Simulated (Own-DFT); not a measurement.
# How strain changes the stress of wurtzite AlGaN with randomly placed atoms, 96 atoms (Al12Ga36N48)

Calculated results; nothing here was measured. The program, named Own-DFT, is a retired in-house plane-wave density functional code that no person has reviewed. Each row is one single-point run on a periodic cell that was not relaxed, without spin or spin-orbit coupling.

Settings of every run: PBE; PseudoDojo norm-conserving scalar-relativistic files (stringent for Ga); cutoff 96 hartree; 3 x 4 x 3 k mesh centred on Gamma; Gaussian smearing of 0.01 eV.

Known limits: k mesh not checked against a denser one; stress not checked against mesh or cutoff.

Unstrained cell vectors in Å: (12.679, 0.000, 0.000); (-4.755, 8.235, 0.000); (0.000, 0.000, 10.268). The unstrained cell has measured lattice constants (interpolated for alloys), not those of this functional. That, the random moves and any unrelaxed bonds set the pressure at no strain. Each run strains this cell uniformly, with the atoms carried along. Every atom was also moved at random, by a Gaussian of width 0.05 Å on each axis. The random placing of the alloy's atoms differs from row to row. Strain is the symmetric tensor, in per cent. Stress is positive in tension, and the pressure is minus a third of its trace.

```
run,e_xx (%),e_yy (%),e_zz (%),s_xx (GPa),s_yy (GPa),s_zz (GPa),P (GPa),E (meV/atom)
1,-2.25,-2.25,0.00,-19.45,-19.98,-11.18,16.87,43.6
2,-1.00,-1.00,0.00,-12.19,-11.32,-9.80,11.10,18.6
3,2.75,2.75,0.00,5.42,6.39,-2.88,-2.97,8.1
4,1.00,1.00,0.00,-0.60,-1.99,-6.62,3.07,0.0
5,-1.50,-1.50,0.00,-16.27,-14.54,-9.63,13.48,29.5
6,-0.25,-0.25,0.00,-7.93,-9.42,-7.00,8.12,15.2
7,-0.50,-0.50,0.00,-10.71,-9.72,-7.14,9.19,22.2
8,0.25,0.25,0.00,-6.68,-4.63,-6.77,6.02,8.9
9,2.25,2.25,0.00,?,?,?,?,?
```

E is the free energy for each atom above the lowest run shown.

## Worked fit

The change of volume is close to e_xx + e_yy + e_zz. A straight line through the runs shown gives P = 7.41 - 198 x (fractional change of volume) GPa, with an error of 6 on the slope and a scatter of 0.47 GPa. The strain isn't the same on all axes and the cell isn't cubic, so the slope belongs to this path and is not the bulk modulus.

## Withheld run

Question: what pressure should run 9 give? Its volume changes by 4.55 %.

The line gives -1.6 GPa. The calculation gave -1.13 GPa.
